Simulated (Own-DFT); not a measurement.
Simulation results for GaN (wurtzite, strained, atoms displaced)

Computed with Own-DFT development build. A calculation, not a measurement: plane-wave PBE density functional theory by an unreviewed code, no spin, of a simulated periodic cell, stress positive in tension, free energy of the whole cell less one offset for each atom, forces on such cells passed a denser k mesh, this cell's mesh not checked; offsets are fitted by least squares, one for each functional and potential file, so energies compare only between cells with the same atoms and settings and are not formation energies; the far tail of each file's local potential was reset to the Coulomb form; each entry is a single point on an unrelaxed cell, so the pressure reflects the starting lattice, mostly measured values (interpolated for alloys), from which strain is counted, and rises with the displacements; printed positions are rounded, which can move forces by about a meV/angstrom; the program, named Own-DFT, is a retired in-house code; no spin-orbit coupling.

Settings shared by all entries: functional PBE; potential files PseudoDojo norm-conserving, scalar-relativistic, standard set with the stringent files for Ga; wave cutoff 96 hartree; occupations Gaussian; smearing width 0.01 eV; k mesh 3 x 4 x 3 centred on Gamma.

(1) GaN (wurtzite, strained, atoms displaced)

```
cell vectors (Å)
  12.7560     0.0000     0.0000
  -4.7835     8.2853     0.0000
   0.0000     0.0000    10.4737
atoms (fractions of the cell vectors)
Ga  0.08187  0.21822  0.00302
Ga  0.16809  0.11374  0.24499
N   0.09334  0.23240  0.19537
N   0.16546  0.11190  0.43730
Ga  0.07890  0.22431  0.49543
Ga  0.15881  0.10519  0.75221
N   0.07702  0.22458  0.68339
N   0.17163  0.11578  0.92854
Ga  0.08398  0.54423  0.98985
Ga  0.15933  0.44583  0.24897
N   0.08640  0.55586  0.19417
N   0.17150  0.45342  0.44337
Ga  0.08914  0.56070  0.50373
Ga  0.16278  0.44171  0.74729
N   0.08464  0.54600  0.69913
N   0.16860  0.44889  0.94184
Ga  0.08120  0.88330  0.00638
Ga  0.16238  0.78852  0.25301
N   0.09062  0.88803  0.19343
N   0.16566  0.77644  0.43999
Ga  0.08866  0.89997  0.50047
Ga  0.16793  0.77841  0.74757
N   0.08486  0.90034  0.68775
N   0.17088  0.77571  0.93654
Ga  0.33396  0.22019  0.00079
Ga  0.41185  0.11114  0.24913
N   0.33442  0.22143  0.19028
N   0.41945  0.11226  0.43600
Ga  0.32577  0.21253  0.50538
Ga  0.41565  0.10243  0.75664
N   0.33413  0.22175  0.69601
N   0.41730  0.11316  0.93786
Ga  0.33757  0.55419  0.00636
Ga  0.41478  0.44614  0.25197
N   0.32105  0.55064  0.18730
N   0.42174  0.45605  0.43361
Ga  0.34054  0.55763  0.50232
Ga  0.42725  0.45856  0.74149
N   0.32869  0.56408  0.69614
N   0.41893  0.45588  0.93816
Ga  0.33608  0.88796  0.00419
Ga  0.42032  0.78590  0.24980
N   0.33629  0.90038  0.18811
N   0.41709  0.76690  0.43864
Ga  0.32813  0.88482  0.50206
Ga  0.41851  0.77642  0.75501
N   0.33258  0.90034  0.69608
N   0.41417  0.77166  0.94033
Ga  0.56912  0.21358  0.99890
Ga  0.66216  0.10388  0.24610
N   0.58904  0.22816  0.19378
N   0.67259  0.11161  0.44414
Ga  0.58448  0.20974  0.50680
Ga  0.66447  0.10962  0.75004
N   0.58423  0.22655  0.68285
N   0.66774  0.11065  0.93863
Ga  0.58961  0.56020  0.99327
Ga  0.66897  0.44403  0.24757
N   0.58531  0.55446  0.18975
N   0.66508  0.45011  0.44629
Ga  0.57270  0.55711  0.50976
Ga  0.66827  0.44806  0.75227
N   0.58783  0.56099  0.68797
N   0.66199  0.43635  0.94194
Ga  0.57691  0.88643  0.99642
Ga  0.66504  0.77366  0.25200
N   0.58740  0.89311  0.18790
N   0.66683  0.77722  0.44057
Ga  0.58220  0.89891  0.49945
Ga  0.66534  0.77590  0.74428
N   0.58154  0.88559  0.68363
N   0.66596  0.77615  0.94542
Ga  0.83267  0.22148  0.00235
Ga  0.91702  0.10650  0.25398
N   0.83512  0.22006  0.18788
N   0.91895  0.10434  0.44028
Ga  0.83694  0.22680  0.50907
Ga  0.90781  0.10872  0.74857
N   0.83462  0.22381  0.68863
N   0.91156  0.10913  0.94030
Ga  0.82557  0.55137  0.00175
Ga  0.91195  0.44164  0.24800
N   0.83274  0.56285  0.18571
N   0.91673  0.45366  0.42999
Ga  0.83126  0.55108  0.49818
Ga  0.92339  0.46007  0.75465
N   0.82641  0.55236  0.69615
N   0.92397  0.44894  0.94234
Ga  0.83435  0.89828  0.99962
Ga  0.91565  0.78027  0.24998
N   0.83574  0.89481  0.19145
N   0.91747  0.78138  0.44934
Ga  0.83662  0.89338  0.49856
Ga  0.92649  0.78674  0.74485
N   0.83208  0.88793  0.69753
N   0.91965  0.77939  0.93537
```

- free energy of cell above offsets: -4.522 eV
- pressure: 5.27 GPa
- stress xx: -6.62 GPa
- stress yy: -6.99 GPa
- stress zz: -2.19 GPa
- stress yz: -0.58 GPa
- stress xz: -0.61 GPa
- stress xy: 0.05 GPa

Force:
| element | x (eV/Å) | y (eV/Å) | z (eV/Å) |
| --- | --- | --- | --- |
| Ga | 0.144 | 0.79 | -0.415 |
| Ga | 0.301 | 0.064 | 1.065 |
| N | -1.261 | -1.996 | -1.111 |
| N | -0.044 | 0.674 | -0.564 |
| Ga | 1.261 | 0.836 | 0.709 |
| Ga | 0.274 | 2.67 | -0.83 |
| N | 0.604 | -0.795 | 0.521 |
| N | -0.697 | -0.771 | 2.777 |
| Ga | -0.605 | 2.328 | 2.326 |
| Ga | 1.221 | 0.525 | 1.455 |
| N | -2.326 | 1.174 | -1.216 |
| N | 0.049 | -0.895 | -0.423 |
| Ga | -0.857 | -0.849 | -0.206 |
| Ga | 1.941 | -1.186 | 1.555 |
| N | -2.113 | 2.609 | -2.066 |
| N | 1.762 | -1.886 | -0.981 |
| Ga | 0.743 | 0.13 | -1.245 |
| Ga | 4.114 | -3.116 | 0.718 |
| N | -4.001 | 1.802 | -1.482 |
| N | -0.401 | 0.764 | 0.322 |
| Ga | -0.521 | -1.31 | 0.05 |
| Ga | -0.398 | 0.047 | 0.982 |
| N | 1.515 | -1.84 | -0.877 |
| N | -0.699 | 0.27 | 0.318 |
| Ga | -0.642 | 1.293 | -0.474 |
| Ga | 1.569 | 1.049 | 0.977 |
| N | -0.606 | 0.647 | -0.753 |
| N | -0.496 | -0.658 | 0.604 |
| Ga | 1.19 | 1.157 | 0.069 |
| Ga | -0.373 | 2.952 | -0.74 |
| N | -0.307 | 0.514 | -0.788 |
| N | -1.168 | -1.352 | 0.149 |
| Ga | -1.355 | -0.233 | -0.345 |
| Ga | 0.093 | 0.471 | -0.888 |
| N | 1.997 | 1.232 | 0.714 |
| N | -0.674 | -2.207 | 0.917 |
| Ga | -1.554 | -0.698 | 0.567 |
| Ga | -2.123 | -1.843 | 1.85 |
| N | 1.581 | -0.946 | -1.422 |
| N | 1.538 | -1.429 | -0.573 |
| Ga | -0.782 | -0.429 | -0.455 |
| Ga | -0.507 | -1.19 | 0.09 |
| N | 0.131 | -1.511 | 0.148 |
| N | -1.068 | 2.357 | -0.289 |
| Ga | 1.23 | 0.667 | -0.048 |
| Ga | -0.828 | 0.772 | -0.219 |
| N | 1.134 | -2.757 | -1.686 |
| N | -0.235 | 0.843 | -0.022 |
| Ga | 3.184 | 1.296 | 1.411 |
| Ga | 0.711 | 1.686 | 0.951 |
| N | -0.85 | -1.353 | -1.13 |
| N | -0.174 | 0.494 | -1.253 |
| Ga | -1.209 | 2.008 | -1.815 |
| Ga | 0.163 | 0.45 | 0.068 |
| N | -0.052 | -0.697 | 2.288 |
| N | -0.983 | -0.035 | -0.195 |
| Ga | -1.169 | -0.829 | 1.557 |
| Ga | -0.802 | 0.561 | 1.75 |
| N | -0.649 | -0.015 | -0.662 |
| N | 0.022 | -0.968 | -0.704 |
| Ga | 2.818 | 0.408 | -2.038 |
| Ga | -0.457 | -1.102 | 0.133 |
| N | 0.075 | -0.363 | 0.599 |
| N | 0.077 | 0.092 | -0.837 |
| Ga | 1.361 | 0.269 | 0.588 |
| Ga | 0.165 | 0.043 | 0.297 |
| N | -0.463 | -1.333 | -0.438 |
| N | -0.41 | 0.624 | 0.155 |
| Ga | 1.137 | -1.791 | -0.26 |
| Ga | 0.266 | 1.05 | 1.336 |
| N | -0.276 | 0.393 | 0.914 |
| N | -0.134 | 1.08 | -1.405 |
| Ga | -0.211 | 0.52 | -0.068 |
| Ga | -0.083 | 1.304 | -0.119 |
| N | -0.358 | -0.133 | 0.397 |
| N | -1.481 | 1.461 | -0.548 |
| Ga | 0.246 | 0.27 | -1.606 |
| Ga | 1.363 | 0.247 | 0.61 |
| N | -1.026 | 0.793 | 0.726 |
| N | 0.882 | 1.12 | -0.505 |
| Ga | 1.362 | 0.723 | -0.555 |
| Ga | 0.753 | 0.625 | -0.598 |
| N | 0.653 | -0.362 | 0.263 |
| N | 1.218 | -1.058 | 1.711 |
| Ga | -0.969 | 0.651 | 0.727 |
| Ga | -0.911 | -1.618 | 0.252 |
| N | 2.033 | 1.347 | -1.033 |
| N | -2.135 | -0.928 | -0.39 |
| Ga | 0.457 | -1.693 | 0.229 |
| Ga | 0.249 | 0.014 | 0.915 |
| N | 0.131 | -0.866 | -0.605 |
| N | 0.836 | -0.304 | -1.323 |
| Ga | -0.862 | -1.505 | 1.171 |
| Ga | -1.853 | -1.302 | 0.948 |
| N | 0.177 | 0.068 | -1.276 |
| N | -0.572 | -0.084 | 0.6 |

(2) GaN (wurtzite, strained, atoms displaced)

```
cell vectors (Å)
  12.7560     0.0000     0.0000
  -4.7835     8.2853     0.0000
   0.0000     0.0000    10.4737
atoms (fractions of the cell vectors)
Ga  0.08336  0.23163  0.99314
Ga  0.16353  0.11599  0.24140
N   0.08377  0.21311  0.19179
N   0.17189  0.11593  0.44086
Ga  0.07648  0.22308  0.50558
Ga  0.16235  0.10101  0.75396
N   0.08430  0.22676  0.68398
N   0.15255  0.09562  0.94430
Ga  0.07890  0.56020  0.00207
Ga  0.16739  0.44125  0.25300
N   0.08784  0.54954  0.18955
N   0.16979  0.43856  0.43404
Ga  0.08425  0.56047  0.49661
Ga  0.16250  0.44093  0.74963
N   0.08124  0.55127  0.68218
N   0.16807  0.44567  0.92945
Ga  0.07503  0.89370  0.99799
Ga  0.16576  0.78190  0.25132
N   0.09025  0.89813  0.18894
N   0.16484  0.76913  0.43724
Ga  0.07621  0.87524  0.49516
Ga  0.16160  0.77914  0.74910
N   0.08359  0.88735  0.68722
N   0.16336  0.77662  0.93821
Ga  0.32185  0.21837  0.99419
Ga  0.40785  0.10749  0.25116
N   0.32745  0.22285  0.18917
N   0.41857  0.11293  0.43697
Ga  0.33201  0.23100  0.50820
Ga  0.41325  0.11710  0.74566
N   0.33262  0.21870  0.68450
N   0.41962  0.11700  0.93364
Ga  0.33789  0.56259  0.00377
Ga  0.41338  0.45213  0.24613
N   0.33280  0.55691  0.19634
N   0.41361  0.44491  0.44373
Ga  0.32495  0.55740  0.50050
Ga  0.41325  0.44509  0.74691
N   0.33485  0.56791  0.69392
N   0.41226  0.44694  0.93597
Ga  0.33979  0.89037  0.00303
Ga  0.41633  0.77477  0.25219
N   0.33735  0.89326  0.18342
N   0.42655  0.78376  0.43711
Ga  0.33114  0.88457  0.49393
Ga  0.41400  0.78253  0.75363
N   0.32886  0.88464  0.68726
N   0.41534  0.77348  0.93539
Ga  0.57903  0.22663  0.00243
Ga  0.66579  0.11810  0.25099
N   0.58295  0.21621  0.18754
N   0.66799  0.11139  0.44054
Ga  0.58664  0.22518  0.50420
Ga  0.66302  0.11313  0.74967
N   0.58300  0.21247  0.68788
N   0.66539  0.10263  0.93343
Ga  0.58002  0.56843  0.00245
Ga  0.66501  0.44258  0.24814
N   0.58259  0.55705  0.18414
N   0.66833  0.43994  0.43727
Ga  0.58780  0.55917  0.50802
Ga  0.66801  0.43704  0.75289
N   0.59453  0.56909  0.68830
N   0.66656  0.43691  0.93990
Ga  0.58186  0.88605  0.00087
Ga  0.65879  0.76935  0.24585
N   0.58299  0.89083  0.18495
N   0.67011  0.78359  0.44257
Ga  0.58140  0.88560  0.49620
Ga  0.66413  0.76838  0.73781
N   0.57914  0.89420  0.68745
N   0.67540  0.78175  0.94574
Ga  0.82797  0.21877  0.99312
Ga  0.90489  0.10004  0.24743
N   0.83548  0.21648  0.19358
N   0.90371  0.10770  0.42701
Ga  0.83475  0.21914  0.50040
Ga  0.91976  0.11755  0.75848
N   0.82805  0.21758  0.69786
N   0.92293  0.11490  0.93656
Ga  0.83526  0.55274  0.00361
Ga  0.90589  0.44428  0.24342
N   0.83573  0.56305  0.18804
N   0.91424  0.44394  0.44150
Ga  0.83153  0.55184  0.49304
Ga  0.91106  0.43687  0.75242
N   0.82866  0.55002  0.69733
N   0.91237  0.43840  0.92776
Ga  0.83278  0.89083  0.99905
Ga  0.92198  0.78077  0.25525
N   0.83963  0.90122  0.18719
N   0.92433  0.79617  0.44680
Ga  0.83377  0.89563  0.50663
Ga  0.90822  0.77592  0.74326
N   0.83037  0.89279  0.68557
N   0.92302  0.78061  0.93714
```

* free energy of cell above offsets: -3.705 eV
* pressure: 5.62 GPa
* stress xx: -5.99 GPa
* stress yy: -7.46 GPa
* stress zz: -3.4 GPa
* stress yz: -0.02 GPa
* stress xz: -1.57 GPa
* stress xy: 0.08 GPa

Force:
| element | x (eV/Å) | y (eV/Å) | z (eV/Å) |
| --- | --- | --- | --- |
| Ga | 0.603 | -0.279 | 1.827 |
| Ga | 1.812 | -0.753 | 2.687 |
| N | -3.153 | 2.157 | -1.686 |
| N | -1.325 | -1.074 | -0.304 |
| Ga | 0.978 | -0.997 | -2.104 |
| Ga | -0.404 | 0.725 | -0.678 |
| N | 0.164 | -1.154 | 1.381 |
| N | 0.692 | 3.855 | -2.025 |
| Ga | 0.986 | -0.561 | -0.422 |
| Ga | -0.385 | -1.239 | -0.526 |
| N | -1.963 | 0.829 | -0.244 |
| N | -1.892 | 0.382 | 0.757 |
| Ga | 0.241 | -2.171 | 0.468 |
| Ga | 0.295 | 1.338 | -0.586 |
| N | -0.573 | 0.231 | 0.523 |
| N | -0.203 | 0.636 | 1.726 |
| Ga | 2.556 | -2.408 | 1.692 |
| Ga | 0.857 | -0.67 | -0.942 |
| N | -0.68 | -1.581 | -0.178 |
| N | -0.163 | 1.393 | -0.737 |
| Ga | 2.639 | 3.349 | 1.335 |
| Ga | 1.144 | -1.053 | 0.467 |
| N | -1.334 | -0.264 | -0.52 |
| N | 0.251 | 0.76 | 0.199 |
| Ga | 1.257 | 0.15 | 0.906 |
| Ga | 0.559 | 0.945 | 0.18 |
| N | 1.063 | 0.791 | -1.068 |
| N | -0.422 | -0.028 | 0.482 |
| Ga | 0.45 | -1.137 | -2.339 |
| Ga | 1.696 | -1.617 | 0.434 |
| N | -1.243 | 1.125 | 1.841 |
| N | -1.148 | -0.642 | 0.247 |
| Ga | -1.317 | -0.975 | -0.28 |
| Ga | 1.588 | -1.819 | 1.578 |
| N | -0.607 | 0.482 | -1.72 |
| N | 0.697 | 1.27 | -0.457 |
| Ga | 2.015 | 0.549 | 0.815 |
| Ga | 0.068 | 0.678 | 0.015 |
| N | 0.148 | -1.766 | -1.171 |
| N | 0.693 | -0.339 | 0.068 |
| Ga | -1.421 | 0.102 | -1.242 |
| Ga | -0.113 | 1.292 | -0.116 |
| N | -0.311 | -0.854 | 1.201 |
| N | -2.545 | -1.455 | -0.544 |
| Ga | 0.559 | 1.07 | 1.003 |
| Ga | 0.356 | 0.449 | -0.752 |
| N | -0.438 | 0.845 | -0.352 |
| N | 0.252 | 0.834 | 0.965 |
| Ga | 1.038 | -1.051 | -0.153 |
| Ga | 1.215 | -1.247 | 0.588 |
| N | -1.426 | 1.224 | -0.083 |
| N | -0.325 | 0.15 | -0.362 |
| Ga | -0.197 | -1.292 | -0.724 |
| Ga | 1.234 | -1.523 | 0.466 |
| N | -2.076 | 1.789 | -0.226 |
| N | -1.022 | 0.555 | 0.868 |
| Ga | 1.308 | -1.788 | -1.034 |
| Ga | -0.448 | -0.311 | 0.067 |
| N | -0.033 | -0.936 | 0.713 |
| N | -0.947 | 0.946 | -0.338 |
| Ga | -0.713 | -0.33 | -1.8 |
| Ga | -0.908 | -0.061 | 0.38 |
| N | -0.494 | -4.905 | -0.002 |
| N | -0.667 | 1.681 | 0.157 |
| Ga | 0.309 | 0.425 | -0.534 |
| Ga | 0.962 | 1.998 | 0.994 |
| N | -0.039 | -0.279 | 0.637 |
| N | 0.217 | -1.195 | -0.981 |
| Ga | 0.917 | 1.425 | 1.365 |
| Ga | -1.348 | 4.534 | 2.346 |
| N | 0.997 | -1.06 | -0.078 |
| N | -1.936 | -0.462 | -1.808 |
| Ga | 0.632 | -0.173 | 0.921 |
| Ga | 2.013 | 2.406 | 0.621 |
| N | -2.366 | 1.644 | -1.93 |
| N | 2.152 | 0.202 | 2.01 |
| Ga | -1.325 | 0.49 | 0.768 |
| Ga | -0.415 | -0.502 | -1.488 |
| N | 0.887 | 0.102 | -1.501 |
| N | -1.289 | -0.505 | 0.742 |
| Ga | -0.689 | 0.58 | -1.51 |
| Ga | 2.937 | -0.949 | 1.296 |
| N | -0.815 | -0.074 | 0.092 |
| N | 0.442 | 0.122 | -1.042 |
| Ga | 0.07 | 0.902 | 1.611 |
| Ga | 0.618 | 0.958 | -1.86 |
| N | 0.497 | 0.685 | -1.829 |
| N | 0.296 | 0.464 | 2.907 |
| Ga | 1.789 | 0.483 | 0.58 |
| Ga | -0.744 | 1.375 | -0.334 |
| N | 0.004 | -4.145 | -0.638 |
| N | -2.202 | -3.009 | -1.677 |
| Ga | -0.21 | 0.325 | -1.365 |
| Ga | 1.232 | -0.02 | 0.903 |
| N | 0.542 | 0.495 | 1.094 |
| N | -2.653 | -1.541 | -0.635 |
